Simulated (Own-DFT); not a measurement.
HfO₂ (monoclinic hafnia, atoms displaced) (calculated)

Computed with Own-DFT development build. A calculation, not a measurement: plane-wave density functional theory by an unreviewed code, no spin, of a simulated periodic cell, stress positive in tension, run twice, with PBE and with PBEsol, both on files made for PBE, so the change isn't that of files made for PBEsol, hafnium file: forces about 75 meV/angstrom off all-electron values; oxygen file: force components 24 meV/angstrom off all-electron in one glass; forces on such cells passed a denser k mesh, this cell's mesh not checked; the far tail of each file's local potential was reset to the Coulomb form; each entry is a single point on an unrelaxed cell, so the pressure reflects the starting lattice, mostly measured values (interpolated for alloys), from which strain is counted, and rises with the displacements; printed positions are rounded, which can move forces by about a meV/angstrom; the program, named Own-DFT, is a retired in-house code; no spin-orbit coupling; stress was not checked against mesh or cutoff.

Entry: HfO₂ (monoclinic hafnia, atoms displaced)

```cif
# cell vector a (Å): 10.2340 0.0000 0.0000
# cell vector b (Å): 0.0000 10.3500 0.0000
# cell vector c (Å): -1.6955 0.0000 10.4453
data_HfO2
_symmetry_space_group_name_H-M 'P 1'
_symmetry_Int_Tables_number 1
_cell_length_a 10.2340
_cell_length_b 10.3500
_cell_length_c 10.5820
_cell_angle_alpha 90.000
_cell_angle_beta 99.220
_cell_angle_gamma 90.000
_cell_volume 1106.39
loop_
_atom_site_label
_atom_site_type_symbol
_atom_site_fract_x
_atom_site_fract_y
_atom_site_fract_z
_atom_site_occupancy
Hf1 Hf 0.11554 0.03241 0.09443 1
Hf2 Hf 0.33953 0.26272 0.15376 1
Hf3 Hf 0.33865 0.49339 0.39452 1
Hf4 Hf 0.12984 0.24124 0.35637 1
O1 O 0.04048 0.17840 0.16179 1
O2 O 0.44308 0.40431 0.07242 1
O3 O 0.46081 0.35024 0.32687 1
O4 O 0.04095 0.07745 0.40864 1
O5 O 0.22284 0.37855 0.23646 1
O6 O 0.26840 0.11452 0.01654 1
O7 O 0.26767 0.11086 0.27773 1
O8 O 0.24845 0.35848 0.50745 1
Hf5 Hf 0.12921 0.03162 0.60555 1
Hf6 Hf 0.33721 0.28055 0.65450 1
Hf7 Hf 0.35279 0.46281 0.89141 1
Hf8 Hf 0.13892 0.23416 0.85742 1
O9 O 0.03268 0.16644 0.65680 1
O10 O 0.46959 0.40885 0.58107 1
O11 O 0.46095 0.32856 0.81569 1
O12 O 0.03413 0.07249 0.91566 1
O13 O 0.21988 0.38228 0.73980 1
O14 O 0.28049 0.13212 0.51003 1
O15 O 0.29060 0.10871 0.75809 1
O16 O 0.21445 0.36639 0.97918 1
Hf9 Hf 0.14889 0.52427 0.10122 1
Hf10 Hf 0.37332 0.75366 0.12816 1
Hf11 Hf 0.35746 0.98161 0.38853 1
Hf12 Hf 0.14888 0.73727 0.34993 1
O17 O 0.03543 0.68479 0.16760 1
O18 O 0.44773 0.92226 0.07344 1
O19 O 0.47761 0.83007 0.32369 1
O20 O 0.02536 0.58382 0.40556 1
O21 O 0.20094 0.85454 0.22652 1
O22 O 0.26066 0.61689 0.00528 1
O23 O 0.28678 0.58967 0.26637 1
O24 O 0.22448 0.87320 0.47350 1
Hf13 Hf 0.11715 0.53358 0.60041 1
Hf14 Hf 0.34222 0.76477 0.63465 1
Hf15 Hf 0.36275 0.96662 0.90858 1
Hf16 Hf 0.13425 0.74471 0.85071 1
O25 O 0.03504 0.67464 0.68080 1
O26 O 0.47211 0.93780 0.56907 1
O27 O 0.46446 0.85776 0.81508 1
O28 O 0.04487 0.61145 0.89355 1
O29 O 0.21707 0.86951 0.73533 1
O30 O 0.27286 0.62995 0.52513 1
O31 O 0.28868 0.61399 0.75442 1
O32 O 0.22233 0.85974 0.99506 1
Hf17 Hf 0.63163 0.03286 0.10684 1
Hf18 Hf 0.85657 0.28095 0.13959 1
Hf19 Hf 0.86769 0.48610 0.38141 1
Hf20 Hf 0.65375 0.23966 0.37437 1
O33 O 0.55767 0.16783 0.18695 1
O34 O 0.97018 0.41872 0.07682 1
O35 O 0.96145 0.32948 0.32128 1
O36 O 0.53364 0.09790 0.43723 1
O37 O 0.73776 0.37007 0.25296 1
O38 O 0.76597 0.13141 0.99399 1
O39 O 0.77404 0.11618 0.26342 1
O40 O 0.70421 0.38102 0.50086 1
Hf21 Hf 0.62371 0.02662 0.60937 1
Hf22 Hf 0.86436 0.27857 0.61441 1
Hf23 Hf 0.86799 0.45380 0.88616 1
Hf24 Hf 0.66009 0.24675 0.85619 1
O41 O 0.53082 0.15256 0.66075 1
O42 O 0.95395 0.41692 0.57699 1
O43 O 0.97229 0.33532 0.83653 1
O44 O 0.54249 0.07914 0.91292 1
O45 O 0.70493 0.38893 0.75054 1
O46 O 0.78774 0.13572 0.52513 1
O47 O 0.76190 0.12204 0.75209 1
O48 O 0.72240 0.37970 0.97635 1
Hf25 Hf 0.62957 0.51554 0.12021 1
Hf26 Hf 0.86478 0.79852 0.14731 1
Hf27 Hf 0.87751 0.97504 0.38756 1
Hf28 Hf 0.63896 0.73067 0.37101 1
O49 O 0.54514 0.65991 0.16221 1
O50 O 0.97640 0.91966 0.07308 1
O51 O 0.96771 0.81999 0.33857 1
O52 O 0.53965 0.58236 0.40470 1
O53 O 0.71545 0.85716 0.23543 1
O54 O 0.79867 0.62091 0.04285 1
O55 O 0.77388 0.61159 0.24276 1
O56 O 0.74938 0.85461 0.50421 1
Hf29 Hf 0.63623 0.50498 0.59766 1
Hf30 Hf 0.83664 0.76778 0.65940 1
Hf31 Hf 0.86277 0.98515 0.90310 1
Hf32 Hf 0.63274 0.73523 0.82675 1
O57 O 0.53358 0.65696 0.68281 1
O58 O 0.94869 0.91152 0.58489 1
O59 O 0.97136 0.82741 0.81576 1
O60 O 0.55723 0.57004 0.92287 1
O61 O 0.71490 0.87338 0.75656 1
O62 O 0.77186 0.63142 0.50921 1
O63 O 0.75242 0.63749 0.75772 1
O64 O 0.70090 0.88143 0.99004 1
```

It was run with functional PBE, then PBEsol, potential files PseudoDojo norm-conserving, scalar-relativistic, standard set, wave cutoff 72 hartree, occupations Fermi-Dirac, smearing width 0.1 eV and k mesh 2 x 2 x 2 centred on Gamma.

Results for HfO₂ (monoclinic hafnia, atoms displaced): PBE pressure 16.04 GPa; PBE stress xx -14.05 GPa; PBE stress yy -18.39 GPa; PBE stress zz -15.66 GPa; PBE stress yz -1.23 GPa; PBE stress xz -0.16 GPa; PBE stress xy -1.29 GPa; PBEsol pressure 9.52 GPa; PBEsol stress xx -7.58 GPa; PBEsol stress yy -11.85 GPa; PBEsol stress zz -9.13 GPa; PBEsol stress yz -1.2 GPa; PBEsol stress xz 0.16 GPa; PBEsol stress xy -1.2 GPa; rms change of force components from PBE to PBEsol 0.087 eV/Å.

Force:
| force element | PBE force x (eV/Å) | PBE force y (eV/Å) | PBE force z (eV/Å) | PBEsol force x (eV/Å) | PBEsol force y (eV/Å) | PBEsol force z (eV/Å) |
| --- | --- | --- | --- | --- | --- | --- |
| Hf | 6.313 | -1.801 | 2.587 | 6.168 | -1.7 | 2.465 |
| Hf | 4.796 | 0.366 | 0.554 | 4.648 | 0.465 | 0.547 |
| Hf | 7.441 | -8.812 | 8.692 | 7.31 | -8.725 | 8.527 |
| Hf | 3.19 | -2.547 | 1.017 | 3.135 | -2.564 | 0.949 |
| O | -1.805 | 1.829 | 0.765 | -1.753 | 1.782 | 0.803 |
| O | 0.347 | -0.327 | 0.672 | 0.275 | -0.314 | 0.612 |
| O | 0.045 | -1.163 | -0.635 | -0.003 | -1.133 | -0.644 |
| O | 0.081 | 0.614 | 0.369 | 0.062 | 0.602 | 0.423 |
| O | -2.096 | -0.886 | 0.627 | -1.973 | -0.871 | 0.605 |
| O | 0.088 | 2.412 | -0.124 | -0.001 | 2.361 | -0.116 |
| O | -0.745 | 2.5 | -3.333 | -0.769 | 2.474 | -3.231 |
| O | -5.295 | 3.559 | -5.868 | -5.108 | 3.472 | -5.739 |
| Hf | 2.705 | -4.741 | -0.562 | 2.65 | -4.577 | -0.575 |
| Hf | 7.866 | -5.821 | 0.117 | 7.683 | -5.664 | 0.121 |
| Hf | 4.468 | 3.109 | -0.094 | 4.338 | 2.965 | -0.089 |
| Hf | 1.244 | -3.389 | -1.147 | 1.229 | -3.3 | -1.103 |
| O | -1.129 | 3.34 | 1.695 | -1.102 | 3.252 | 1.655 |
| O | -0.085 | 0.773 | -0.065 | -0.066 | 0.777 | -0.065 |
| O | -0.035 | 0.73 | 1.877 | -0.08 | 0.745 | 1.775 |
| O | 0.73 | 2.304 | -1.37 | 0.695 | 2.239 | -1.228 |
| O | -3.688 | 0.469 | 0.872 | -3.514 | 0.426 | 0.892 |
| O | -2.011 | -0.669 | 0.205 | -2.023 | -0.65 | 0.199 |
| O | -3.04 | 1.429 | 0.413 | -3.032 | 1.427 | 0.371 |
| O | -1.018 | -0.226 | 1.657 | -0.942 | -0.217 | 1.595 |
| Hf | -4.506 | 1.132 | 0.046 | -4.349 | 1.127 | 0.045 |
| Hf | -0.663 | 2.01 | 1.799 | -0.649 | 2.03 | 1.765 |
| Hf | 2.962 | -0.83 | 2.643 | 2.871 | -0.814 | 2.675 |
| Hf | -2.322 | -0.895 | -1.616 | -2.295 | -0.828 | -1.632 |
| O | 2.058 | -2.571 | -0.025 | 2.018 | -2.472 | 0.046 |
| O | 2.159 | -1.214 | 3.881 | 2.095 | -1.216 | 3.711 |
| O | -3.252 | 1.313 | -0.759 | -3.16 | 1.243 | -0.77 |
| O | 2.761 | -0.142 | 1.621 | 2.665 | -0.156 | 1.633 |
| O | 2.998 | 2.15 | -0.117 | 2.922 | 2.051 | -0.077 |
| O | 3.533 | 1.047 | 0.605 | 3.385 | 1.016 | 0.63 |
| O | -2.419 | 8.804 | -8.32 | -2.439 | 8.61 | -8.185 |
| O | 0.089 | 0.201 | 1.731 | 0.154 | 0.172 | 1.658 |
| Hf | 1.127 | 1.297 | 2.269 | 1.101 | 1.345 | 2.223 |
| Hf | 3.703 | 3.87 | 4.885 | 3.548 | 3.775 | 4.832 |
| Hf | 0.502 | 2.839 | -4.92 | 0.519 | 2.735 | -4.804 |
| Hf | 4.734 | 1.52 | -0.07 | 4.616 | 1.474 | -0.097 |
| O | 0.164 | -2.489 | -4.497 | 0.197 | -2.456 | -4.341 |
| O | -6.047 | -6.285 | -0.849 | -5.909 | -6.065 | -0.877 |
| O | -0.152 | -2.298 | -0.969 | -0.173 | -2.236 | -0.948 |
| O | -5.791 | -8.979 | 3.616 | -5.612 | -8.755 | 3.54 |
| O | 0.614 | 1.626 | -1.943 | 0.648 | 1.548 | -1.902 |
| O | -1.444 | -2.342 | -4.306 | -1.463 | -2.29 | -4.204 |
| O | -1.127 | 0.28 | 0.203 | -1.155 | 0.283 | 0.144 |
| O | 0.469 | 0.531 | 0.05 | 0.539 | 0.502 | 0.022 |
| Hf | 0.306 | -3.147 | -2.695 | 0.322 | -3.036 | -2.694 |
| Hf | 0.29 | -1.27 | -0.338 | 0.307 | -1.179 | -0.286 |
| Hf | -3.545 | 2.619 | -0.373 | -3.469 | 2.541 | -0.363 |
| Hf | -4.687 | -3.215 | -2.965 | -4.566 | -3.184 | -2.924 |
| O | -4.025 | 2.777 | 0.445 | -3.872 | 2.687 | 0.482 |
| O | -0.05 | -0.578 | -0.62 | -0.086 | -0.592 | -0.665 |
| O | 0.117 | 0.434 | 0.932 | 0.112 | 0.421 | 0.84 |
| O | 1.158 | 0.916 | -3.308 | 1.149 | 0.877 | -3.153 |
| O | -1.129 | 0.193 | -1.228 | -1.021 | 0.18 | -1.194 |
| O | 2.502 | 0.957 | 3.26 | 2.382 | 0.929 | 3.147 |
| O | 2.145 | -0.115 | 0.212 | 2.034 | -0.098 | 0.208 |
| O | 4.143 | -3.289 | -2.708 | 4.086 | -3.244 | -2.651 |
| Hf | 5.51 | -0.574 | -0.091 | 5.337 | -0.458 | -0.134 |
| Hf | -3.744 | -4.896 | 7.295 | -3.696 | -4.814 | 7.148 |
| Hf | -3.386 | 10.79 | 3.469 | -3.371 | 10.48 | 3.455 |
| Hf | -6.924 | -6.498 | -3.243 | -6.733 | -6.411 | -3.181 |
| O | -3.251 | 5.498 | 2.883 | -3.148 | 5.337 | 2.825 |
| O | 3.659 | 4.606 | -2.066 | 3.595 | 4.526 | -2.086 |
| O | 2.58 | -4.257 | -2.883 | 2.55 | -4.162 | -2.814 |
| O | -1.078 | 1.038 | 1.962 | -1.035 | 0.972 | 2.002 |
| O | 3.46 | 0.61 | -1.929 | 3.41 | 0.591 | -1.845 |
| O | -0.326 | -1.186 | -4.162 | -0.361 | -1.082 | -4.068 |
| O | 2.932 | 0.635 | 2.179 | 2.774 | 0.624 | 2.156 |
| O | 1.279 | -0.074 | 4.117 | 1.348 | -0.093 | 3.97 |
| Hf | 2.512 | -0.744 | -4.564 | 2.507 | -0.614 | -4.495 |
| Hf | -2.371 | -7.551 | -1.833 | -2.322 | -7.431 | -1.763 |
| Hf | -3.043 | -1.508 | 3.146 | -2.938 | -1.524 | 3.125 |
| Hf | 2.649 | 0.588 | -1.984 | 2.599 | 0.533 | -1.97 |
| O | -3.452 | 3.2 | 0.745 | -3.38 | 3.117 | 0.763 |
| O | -3.46 | -0.994 | -0.971 | -3.399 | -0.952 | -0.997 |
| O | -0.155 | 1.126 | -0.426 | -0.134 | 1.136 | -0.493 |
| O | -2.502 | -1.63 | 1.512 | -2.426 | -1.576 | 1.522 |
| O | 0.387 | 2.613 | 1.065 | 0.467 | 2.522 | 1.037 |
| O | -0.169 | 0.993 | -2.306 | -0.234 | 0.975 | -2.146 |
| O | 0.321 | -0.449 | 4.711 | 0.266 | -0.48 | 4.577 |
| O | -3.468 | 2.121 | -3.041 | -3.318 | 2.001 | -2.946 |
| Hf | -4.662 | 5.267 | 2.316 | -4.568 | 5.155 | 2.255 |
| Hf | 4.37 | 0.476 | -1.447 | 4.253 | 0.515 | -1.421 |
| Hf | -3.591 | -2.032 | -3.651 | -3.526 | -1.984 | -3.529 |
| Hf | -6.215 | -0.435 | 9.08 | -6.068 | -0.443 | 8.782 |
| O | -3.377 | 0.318 | -4.549 | -3.274 | 0.349 | -4.367 |
| O | 3.876 | 3.029 | -0.779 | 3.77 | 2.979 | -0.821 |
| O | -4.479 | 4.482 | 1.64 | -4.362 | 4.334 | 1.543 |
| O | -2.158 | -0.345 | 1.031 | -2.095 | -0.37 | 1.077 |
| O | 2.765 | 4.055 | -2.251 | 2.758 | 3.898 | -2.198 |
| O | 1.148 | -2.494 | 0.487 | 1.038 | -2.417 | 0.474 |
| O | 5.396 | -5.599 | -0.823 | 5.208 | -5.405 | -0.876 |
| O | 3.228 | -0.094 | 0.869 | 3.229 | -0.024 | 0.858 |
